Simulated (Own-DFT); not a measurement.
# Point defects and the pressure they add: zincblende GaP

Source: density functional calculations with Own-DFT, an unreviewed in-house program that is no longer used. Nothing was measured or relaxed, and spin and spin-orbit coupling are left out.

Settings: PBE; PseudoDojo norm-conserving scalar-relativistic files; cutoff 42 hartree; 2 x 3 x 3 k mesh centred on Gamma; Fermi-Dirac smearing of 0.1 eV.

Limits (not all hold for every row): not probed for a lower state with spin; forces on such cells failed a check on a denser k mesh; forces on such cells passed a denser k mesh, each cell not checked; stress not checked against mesh or cutoff.

All runs share one cell, with vectors in Å (16.352, 0.000, 0.000); (0.000, 10.901, 0.000); (0.000, 0.000, 10.901) and a volume of 1943.1 Å³. u is the rms random offset of the atoms per axis. The defect's site can differ from row to row.

```
cell,formula,u (Å),P (GPa)
no defect,Ga48P48,0.0207,2.71
no defect,Ga48P48,0.0207,2.72
no defect,Ga48P48,0.0488,3.19
two P on a Ga site each,Ga46P50,0.0315,2.98
two P on a Ga site each,Ga46P50,0.0489,3.28
two P on a Ga site each,Ga46P50,0.0529,3.39
one Ga on a P site and one P on a Ga site,Ga48P48,0.0303,2.93
one Ga on a P site and one P on a Ga site,Ga48P48,0.0496,3.34
one Ga on a P site and one P on a Ga site,Ga48P48,0.0502,3.36
one P on a Ga site,Ga47P49,0.0319,2.97
one P on a Ga site,Ga47P49,0.0481,3.28
one P on a Ga site,Ga47P49,0.0528,3.46
one Ga on a P site,Ga49P47,0.0272,3.14
one Ga on a P site,Ga49P47,0.0309,?
one Ga on a P site,Ga49P47,0.0469,3.47
one Ga on a P site,Ga49P47,0.0494,3.58
```

## Working it out

P = P0 + c u² + a shift for each defect gives P0 = 2.60 GPa, c = 250 ± 8 GPa/Å² and a scatter of 0.02 GPa. The shifts, and each times the cell's volume:

- one Ga on a P site: 0.34 ± 0.02 GPa, 4.2 eV
- one P on a Ga site: 0.12 ± 0.02 GPa, 1.5 eV
- one Ga on a P site and one P on a Ga site: 0.11 ± 0.02 GPa, 1.4 eV
- two P on a Ga site each: 0.09 ± 0.02 GPa, 1.2 eV (0.6 eV for each of its 2 sites)

Positive is outwards. The product with the volume (160.2 GPa Å³ to the eV) is nearly free of the cell's size; divided by the bulk modulus at the cell's pressure it gives the volume that the defect adds. The atoms around the defects weren't relaxed, which would change these numbers.

## The run left out

Asked: what pressure belongs in the blank (one Ga on a P site, u = 0.0309 Å)?

Estimate: 3.19 ± 0.03 GPa. The calculation gave 3.18 GPa.
